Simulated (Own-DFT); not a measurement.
# Response to strain: wurtzite AlGaN with randomly placed atoms, 72 atoms (Al9Ga27N36)

These are calculations, not measurements. They come from Own-DFT, an in-house plane-wave density functional program, since retired, whose code no person has reviewed. Each row is one single-point run on a periodic cell that was not relaxed, without spin or spin-orbit coupling.

Settings of every run: PBE; PseudoDojo norm-conserving scalar-relativistic files (stringent for Ga); cutoff 96 hartree; 4 x 4 x 3 k mesh centred on Gamma; Gaussian smearing of 0.01 eV.

Known limits: forces on such cells passed a denser k mesh, each cell not checked; stress not checked against mesh or cutoff.

Unstrained cell vectors in Å: (9.509, 0.000, 0.000); (-4.755, 8.235, 0.000); (0.000, 0.000, 10.268). The unstrained cell has measured lattice constants (interpolated for alloys), not those of this functional. That, the random moves and any unrelaxed bonds set the pressure at no strain. Each run strains this cell uniformly, with the atoms carried along. Every atom was also moved at random, by a Gaussian of width 0.05 Å on each axis. The random placing of the alloy's atoms differs from row to row. Strain is the symmetric tensor, in per cent. Stress is positive in tension, and the pressure is minus a third of its trace.

```
run  e_xx (%)  e_yy (%)  e_zz (%)  s_xx (GPa)  s_yy (GPa)  s_zz (GPa)  P (GPa)  E (meV/atom)
  1      2.50      2.50      0.00        3.92        6.71       -4.37    -2.09           6.6
  2      2.25      2.25      0.00        3.34        3.96       -4.07    -1.08          18.6
  3      0.75      0.75      0.00       -1.99       -3.58       -6.76     4.11          15.0
  4     -1.75     -1.75      0.00      -17.37      -18.54       -9.89    15.27          58.2
  5     -1.00     -1.00      0.00      -12.72      -11.39      -10.08    11.40          31.1
  6     -2.75     -2.75      0.00      -25.67      -24.02      -11.41    20.36          89.5
  7      1.25      1.25      0.00        0.12       -0.50       -5.24     1.87           0.0
  8      0.25      0.25      0.00       -7.89       -4.79       -5.46     6.05          13.8
  9      0.50      0.50      0.00           ?           ?           ?        ?             ?
```

E is the free energy for each atom above the lowest run shown.

## Worked fit

The change of volume is close to e_xx + e_yy + e_zz. A straight line through the runs shown gives P = 7.85 - 212 x (fractional change of volume) GPa, with an error of 8 on the slope and a scatter of 0.81 GPa. The strain isn't the same on all axes and the cell isn't cubic, so the slope belongs to this path and is not the bulk modulus.

## Withheld run

Question: what pressure should run 9 give? Its volume changes by 1.00 %.

The line gives 5.7 GPa. The calculation gave 5.40 GPa.
